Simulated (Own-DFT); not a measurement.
# Response to strain: wurtzite GaN, 72 atoms (Ga36N36)

These are calculations, not measurements. The program, named Own-DFT, is a retired in-house plane-wave density functional code that no person has reviewed. Each row is one single-point run on a periodic cell that was not relaxed, without spin or spin-orbit coupling.

Settings of every run: PBE; PseudoDojo norm-conserving scalar-relativistic files (stringent for Ga); cutoff 96 hartree; 4 x 4 x 3 k mesh centred on Gamma; Gaussian smearing of 0.01 eV.

Known limits: forces not confirmed at this smearing and k mesh; stress not checked against mesh or cutoff.

Unstrained cell vectors in Å: (9.567, 0.000, 0.000); (-4.784, 8.285, 0.000); (0.000, 0.000, 10.370). The unstrained cell has measured lattice constants (interpolated for alloys), not those of this functional. That, the random moves and any unrelaxed bonds set the pressure at no strain. Each run strains this cell uniformly, with the atoms carried along. Every atom was also moved at random, by a Gaussian of width 0.05 Å on each axis. Strain is the symmetric tensor, in per cent. Stress is positive in tension, and the pressure is minus a third of its trace.

| run | e_xx (%) | e_yy (%) | e_zz (%) | s_xx (GPa) | s_yy (GPa) | s_zz (GPa) | P (GPa) | E (meV/atom) |
|---|---|---|---|---|---|---|---|---|
| 1 | 0.00 | 0.00 | -1.25 | -7.52 | -8.36 | -13.86 | 9.91 | 29.8 |
| 2 | 0.00 | 0.00 | -0.25 | -5.63 | -7.62 | -8.50 | 7.25 | 5.7 |
| 3 | 0.00 | 0.00 | 1.75 | -6.47 | -5.39 | -0.50 | 4.12 | 20.4 |
| 4 | 0.00 | 0.00 | 0.75 | -5.87 | -5.92 | -5.31 | 5.70 | 15.3 |
| 5 | 0.00 | 0.00 | 0.75 | -5.38 | -7.04 | -4.43 | 5.62 | 8.4 |
| 6 | 0.00 | 0.00 | -0.25 | -8.07 | -6.43 | -8.05 | 7.52 | 11.3 |
| 7 | 0.00 | 0.00 | 2.75 | -4.15 | -4.70 | 3.34 | 1.84 | 1.2 |
| 8 | 0.00 | 0.00 | 2.75 | -4.04 | -5.20 | 3.59 | 1.88 | 0.0 |
| 9 | 0.00 | 0.00 | 1.75 | -5.73 | -6.45 | -0.60 | 4.26 | 20.8 |
| 10 | 0.00 | 0.00 | -1.25 | -9.87 | -7.13 | -12.02 | 9.67 | 22.7 |
| 11 | 0.00 | 0.00 | -0.50 | ? | ? | ? | ? | ? |

E is the free energy for each atom above the lowest run shown.

## Worked fit

The change of volume is close to e_xx + e_yy + e_zz. A straight line through the runs shown gives P = 7.21 - 191 x (fractional change of volume) GPa, with an error of 6 on the slope and a scatter of 0.27 GPa. The strain isn't the same on all axes and the cell isn't cubic, so the slope belongs to this path and is not the bulk modulus.

## Withheld run

Question: what pressure should run 11 give? Its volume changes by -0.50 %.

The line gives 8.2 GPa. The calculation gave 8.19 GPa.
